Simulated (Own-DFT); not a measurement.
## Calculated data, GaN (wurtzite, strained, atoms displaced)

All values are calculated (Own-DFT development build). A calculation, not a measurement: plane-wave PBE density functional theory by an unreviewed code, no spin, of a simulated periodic cell, stress positive in tension, free energy of the whole cell less one offset for each atom, forces on such cells passed a denser k mesh, this cell's mesh not checked; offsets are fitted by least squares, one for each functional and potential file, so energies compare only between cells with the same atoms and settings and are not formation energies; the far tail of each file's local potential was reset to the Coulomb form; each entry is a single point on an unrelaxed cell, so the pressure reflects the starting lattice, mostly measured values (interpolated for alloys), from which strain is counted, and rises with the displacements; printed positions are rounded, which can move forces by about a meV/angstrom; the program, named Own-DFT, is a retired in-house code; no spin-orbit coupling.

GaN (wurtzite, strained, atoms displaced)

```xyz
96
Lattice="12.7560 0.0000 0.0000 -4.7835 8.2853 0.0000 0.0000 0.0000 10.2663" Properties=species:S:1:pos:R:3 GaN
Ga     0.0682     1.8340     0.0306
Ga     1.6320     0.9126     2.5850
N     -0.0498     1.8561     1.8555
N      1.5825     0.9036     4.4696
Ga     0.0371     1.8499     5.1330
Ga     1.5504     0.9073     7.6932
N     -0.0020     1.8370     7.0728
N      1.6046     0.8849     9.6288
Ga    -1.5491     4.5696     0.0696
Ga    -0.0470     3.6646     2.5145
N     -1.5747     4.6489     1.8810
N      0.0310     3.6866     4.4827
Ga    -1.6443     4.6142     5.0221
Ga     0.0447     3.6670     7.7485
N     -1.6457     4.6385     7.0419
N     -0.0461     3.6892     9.5904
Ga    -3.1503     7.3473     0.0221
Ga    -1.4858     6.4333     2.6078
N     -3.1420     7.3854     1.9183
N     -1.5695     6.4097     4.5646
Ga    -3.0802     7.3937     5.1170
Ga    -1.6285     6.4064     7.6167
N     -3.1650     7.3162     6.9619
N     -1.5791     6.4491     9.6533
Ga     3.1627     1.8443     0.0307
Ga     4.8387     0.9048     2.5973
N      3.2375     1.9278     1.9053
N      4.7637     0.9306     4.5061
Ga     3.2477     1.8524     5.1285
Ga     4.7576     0.8414     7.6753
N      3.2098     1.7666     7.0469
N      4.7997     0.9813     9.6853
Ga     1.5853     4.6899     0.0447
Ga     3.1454     3.6671     2.5877
N      1.6392     4.5684     1.8773
N      3.2310     3.6958     4.4716
Ga     1.5182     4.6367     5.0657
Ga     3.1795     3.6707     7.6809
N      1.5856     4.5242     7.0774
N      3.3106     3.6728     9.6191
Ga    -0.0504     7.3960    10.2418
Ga     1.5803     6.4295     2.5374
N     -0.0055     7.4298     1.9865
N      1.5750     6.5536     4.4698
Ga    -0.0355     7.3737     5.0719
Ga     1.6193     6.4725     7.6427
N     -0.0993     7.3096     7.0679
N      1.6170     6.4527     9.5826
Ga     6.3612     1.9298    10.2614
Ga     7.9242     0.8970     2.5003
N      6.4123     1.8295     1.9154
N      8.0501     0.9254     4.5223
Ga     6.3218     1.9600     5.0620
Ga     8.0530     0.9465     7.7258
N      6.3727     1.8036     7.0937
N      8.0109     0.8947     9.6747
Ga     4.8768     4.6830    10.2235
Ga     6.3583     3.6952     2.5668
N      4.8539     4.5832     1.9254
N      6.3462     3.6770     4.5533
Ga     4.7709     4.5565     5.1327
Ga     6.3518     3.7034     7.7242
N      4.8245     4.6942     7.0410
N      6.4272     3.7205     9.5971
Ga     3.0898     7.4330     0.0664
Ga     4.7997     6.3092     2.5492
N      3.2317     7.3576     2.0327
N      4.8197     6.4101     4.5160
Ga     3.1772     7.3827     5.2216
Ga     4.7556     6.4316     7.6700
N      3.2152     7.3911     7.1133
N      4.7290     6.5182     9.5697
Ga     9.5272     1.7899     0.0333
Ga    11.2012     0.9912     2.6054
N      9.6175     1.8317     1.8161
N     11.0764     0.7941     4.4658
Ga     9.6349     1.8189     5.1681
Ga    11.1250     0.8831     7.6860
N      9.5175     1.8945     7.1299
N     11.2469     0.8426     9.6002
Ga     7.9654     4.6652     0.0496
Ga     9.5417     3.6252     2.6169
N      8.1077     4.6534     1.8671
N      9.5290     3.6388     4.4996
Ga     7.9339     4.6203     5.0786
Ga     9.5725     3.7430     7.6732
N      7.9818     4.5571     7.1613
N      9.4325     3.6390     9.7187
Ga     6.3880     7.3472     0.0418
Ga     7.9749     6.4027     2.5344
N      6.3176     7.3114     2.0924
N      7.9850     6.4171     4.5118
Ga     6.3060     7.3081     5.1715
Ga     8.0339     6.4276     7.7689
N      6.3837     7.3643     7.0821
N      7.9244     6.3974     9.5999
```

```
functional                        : PBE
potential files                   : PseudoDojo norm-conserving, scalar-relativistic, standard set with the stringent files for Ga
wave cutoff                       : 96 hartree
occupations                       : Gaussian
smearing width                    : 0.01 eV
k mesh                            : 3 x 4 x 3 centred on Gamma
free energy of cell above offsets : -4.405 eV
pressure                          : 8.87 GPa
stress xx                         : -5.98 GPa
stress yy                         : -8.27 GPa
stress zz                         : -12.36 GPa
stress yz                         : 0.02 GPa
stress xz                         : -0.14 GPa
stress xy                         : 0 GPa
```

Force:
```csv
element,x (eV/Å),y (eV/Å),z (eV/Å)
Ga,-1.171,-0.217,-2.183
Ga,-0.116,0.368,-1.123
N,1.336,-0.064,2.135
N,0.709,0.656,0.507
Ga,-0.918,-0.745,0.115
Ga,0.691,-0.528,-0.312
N,-0.341,0.08,-0.332
N,0.254,0.273,0.021
Ga,-1.937,0.098,-2.608
Ga,0.732,0.192,0.128
N,-0.046,-0.451,2.749
N,-1.33,-0.409,-0.8
Ga,0.32,-1.203,1.812
Ga,-1.456,0.151,-1.445
N,1.245,-1.383,-0.715
N,1.283,-0.218,1.736
Ga,-0.623,-0.293,-0.554
Ga,-1.693,0.273,-0.566
N,-0.011,-0.353,0.971
N,0.096,0.524,-1.687
Ga,-2.272,-0.605,-0.797
Ga,-0.131,0.115,1.528
N,-0.699,0.944,2.069
N,-0.356,-0.631,-0.69
Ga,0.642,0.483,-1.14
Ga,-0.681,1.363,-0.701
N,-0.392,-1.685,1.212
N,0.465,-0.068,-0.238
Ga,-1.35,0.189,0.068
Ga,0.802,0.786,0.712
N,-0.667,0.888,0.149
N,-0.319,-0.911,-0.649
Ga,0.743,-1.292,-2.442
Ga,1.313,0.476,-0.744
N,-1.138,0.668,1.712
N,-1.38,-0.187,0.62
Ga,1.641,0.474,1.042
Ga,0.983,-0.264,0.287
N,0.321,1.497,-1.03
N,-1.491,0.462,0.246
Ga,0.832,0.27,-0.013
Ga,0.655,0.376,0.144
N,0.653,-1.115,-0.967
N,0.145,-1.484,0.494
Ga,0.772,0.325,1.359
Ga,-0.77,-0.648,0.246
N,1.978,0.35,-0.737
N,-0.995,0.468,0.744
Ga,0.552,-0.647,-0.715
Ga,2.038,0.282,1.628
N,-0.673,0.82,0.505
N,-1.482,0.392,-0.494
Ga,1.689,-3.432,1.994
Ga,-1.861,-0.075,0.233
N,-0.223,0.343,-0.435
N,-1.513,0.62,-0.361
Ga,-0.963,-0.254,-0.155
Ga,1.396,-0.286,-0.072
N,-1.206,-0.877,-0.585
N,0.438,1.463,-1.742
Ga,-0.023,1.613,0.277
Ga,0.387,-0.662,-0.915
N,-0.841,-2.102,0.111
N,-0.477,0.113,1.282
Ga,1.34,-1.13,-0.371
Ga,-0.475,2.01,1.32
N,-0.824,-0.909,-1.203
N,-1.776,-0.719,-0.035
Ga,0.737,0.292,-1.714
Ga,0.872,0.962,0.52
N,-0.624,0.023,-0.284
N,0.298,-0.335,1.609
Ga,1.575,0.626,-2.534
Ga,-1.273,-1.739,-0.927
N,-0.467,0.008,3.744
N,1.739,1.956,1.063
Ga,-1.054,-0.128,0.199
Ga,0.303,0.515,0.331
N,1.787,-0.226,-0.945
N,-0.584,1.077,0.832
Ga,0.255,-1.146,-1.77
Ga,0.48,0.028,-1.732
N,-1.614,-1.162,2.378
N,0.404,0.28,0.168
Ga,0.531,0.002,1.785
Ga,-0.033,-0.836,1.725
N,-0.768,1.065,-1.883
N,2.386,0.427,-1.163
Ga,-0.704,0.241,0.153
Ga,0.216,1.301,1.025
N,1.407,0.948,-2.098
N,0.384,0.649,-0.278
Ga,1.633,-0.168,-0.316
Ga,-0.854,-0.064,-2.238
N,0.135,-0.463,0.017
N,0.998,1.309,1.736
```
